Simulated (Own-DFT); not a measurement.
# Strain and stress in wurtzite GaN, 96 atoms (Ga48N48)

These are calculations, not measurements. The program, named Own-DFT, is a retired in-house plane-wave density functional code that no person has reviewed. Each row is one single-point run on a periodic cell that was not relaxed, without spin or spin-orbit coupling.

Settings of every run: PBE; PseudoDojo norm-conserving scalar-relativistic files (stringent for Ga); cutoff 96 hartree; 3 x 4 x 3 k mesh centred on Gamma; Gaussian smearing of 0.01 eV.

Known limits: forces on such cells passed a denser k mesh, each cell not checked; stress not checked against mesh or cutoff.

Unstrained cell vectors in Å: (12.756, 0.000, 0.000); (-4.784, 8.285, 0.000); (0.000, 0.000, 10.370). The unstrained cell has measured lattice constants (interpolated for alloys), not those of this functional. That, the random moves and any unrelaxed bonds set the pressure at no strain. Each run strains this cell uniformly, with the atoms carried along. Every atom was also moved at random, by a Gaussian of width 0.05 Å on each axis. Strain is the symmetric tensor, in per cent. Stress is positive in tension, and the pressure is minus a third of its trace.

| run | e_xx (%) | e_yy (%) | e_zz (%) | e_yz (%) | e_xz (%) | e_xy (%) | s_xx (GPa) | s_yy (GPa) | s_zz (GPa) | s_yz (GPa) | s_xz (GPa) | s_xy (GPa) | P (GPa) | E (meV/atom) |
|---|---|---|---|---|---|---|---|---|---|---|---|---|---|---|
| 1 | -0.58 | 0.20 | -1.58 | -1.30 | -1.27 | -0.78 | -9.42 | -9.57 | -14.93 | -3.17 | -3.13 | -2.42 | 11.31 | 25.1 |
| 2 | 0.65 | -1.66 | 1.78 | 1.13 | -1.83 | -0.74 | -4.07 | -12.51 | -1.27 | 2.77 | -3.69 | -2.66 | 5.95 | 19.3 |
| 3 | -0.64 | 0.85 | -1.01 | 0.41 | 1.05 | -0.91 | -9.18 | -4.42 | -13.56 | 1.14 | 2.52 | -2.51 | 9.05 | 26.0 |
| 4 | 0.23 | 0.35 | -1.45 | 0.04 | -0.06 | 1.68 | -6.31 | -6.01 | -15.55 | 0.02 | -0.29 | 5.35 | 9.29 | 28.2 |
| 5 | -1.15 | 1.51 | -1.86 | 0.33 | 1.88 | 0.12 | -12.69 | -4.08 | -13.77 | 1.42 | 3.97 | -1.40 | 10.18 | 24.7 |
| 6 | -0.62 | -0.44 | 1.40 | -1.10 | -1.27 | -0.21 | -10.42 | -8.59 | -1.03 | -2.14 | -2.68 | -0.79 | 6.68 | 11.3 |
| 7 | -0.54 | -1.02 | 1.21 | 1.14 | -0.09 | 1.20 | -9.64 | -10.59 | -3.93 | 1.92 | 0.54 | 3.58 | 8.05 | 20.2 |
| 8 | -1.92 | -1.46 | 1.99 | 0.10 | -1.96 | 0.63 | -15.52 | -13.62 | -2.78 | 0.94 | -4.71 | 2.92 | 10.64 | 40.8 |
| 9 | 1.96 | 1.79 | 0.65 | 1.02 | -0.72 | 1.36 | 2.45 | 1.19 | -1.56 | 1.76 | -2.01 | 4.30 | -0.69 | 4.8 |
| 10 | 1.51 | 0.97 | -1.47 | -0.89 | -0.30 | 1.91 | -0.09 | -2.28 | -13.54 | -1.62 | -0.15 | 4.44 | 5.30 | 11.6 |
| 11 | -1.46 | -0.51 | 1.83 | 1.69 | -0.44 | 1.49 | -12.51 | -10.16 | 0.03 | 3.76 | -1.42 | 4.49 | 7.55 | 11.1 |
| 12 | -1.93 | 1.05 | 0.93 | 1.80 | -0.36 | 1.87 | -12.63 | -4.86 | -4.60 | 3.84 | -0.13 | 5.86 | 7.36 | 24.8 |
| 13 | 0.55 | 1.87 | -1.37 | 1.78 | 1.81 | -0.27 | -4.58 | 0.99 | -12.23 | 3.06 | 4.14 | 0.53 | 5.28 | 18.1 |
| 14 | 0.37 | -0.35 | -1.48 | 0.50 | -0.24 | -0.04 | -6.99 | -10.34 | -13.74 | 0.89 | -0.45 | -0.20 | 10.35 | 27.1 |
| 15 | 1.63 | 0.85 | 1.63 | 0.08 | 1.99 | 0.86 | 2.32 | -1.52 | 0.30 | -0.21 | 3.76 | 1.98 | -0.37 | 0.0 |
| 16 | 0.94 | -1.48 | 0.52 | -1.62 | -1.10 | -0.39 | -3.44 | -14.09 | -5.47 | -2.76 | -2.14 | -1.62 | 7.67 | 27.7 |
| 17 | -0.93 | 1.38 | 0.64 | -1.47 | -0.92 | -1.44 | ? | ? | ? | ? | ? | ? | ? | ? |

E is the free energy for each atom above the lowest run shown.

## Worked fit

Each stress component was fitted by least squares to a constant and the strains of the runs shown, as fractions, with shears doubled. Shear strains stay in the fit of a normal stress only where such slopes are resolved. The slopes, in GPa:

```
stress,at no strain,per e_xx,per e_yy,per e_zz,scatter
s_xx,-7.0,429 ± 17,75 ± 20,58 ± 16,0.77
s_yy,-7.6,86 ± 20,425 ± 25,67 ± 19,0.94
s_zz,-7.9,57 ± 25,86 ± 31,445 ± 24,1.18
```

Each shear stress against twice its own strain: yz 98 ± 7, xz 109 ± 7, xy 141 ± 12 GPa. These are stiffnesses along x, y and z of the frame in which the cell vectors are given, which need not be the crystal's axes. The atoms are held to the strained lattice; where symmetry lets them move under strain, relaxing them would lower some slopes. The table should be nearly symmetric about its diagonal, and what it lacks of that shows the noise. A ninth of its sum, 192 ± 3 GPa, estimates the bulk modulus near the mean pressure of these runs, 7.1 GPa, so it lies above the value at zero pressure.

## Withheld run

Question: what normal stresses and pressure should run 17 give?

The fit gives s_xx = -9.5, s_yy = -2.1, s_zz = -4.4 and P = 5.4 GPa. The calculation gave -9.11, -1.80, -4.56 and P = 5.16 GPa.
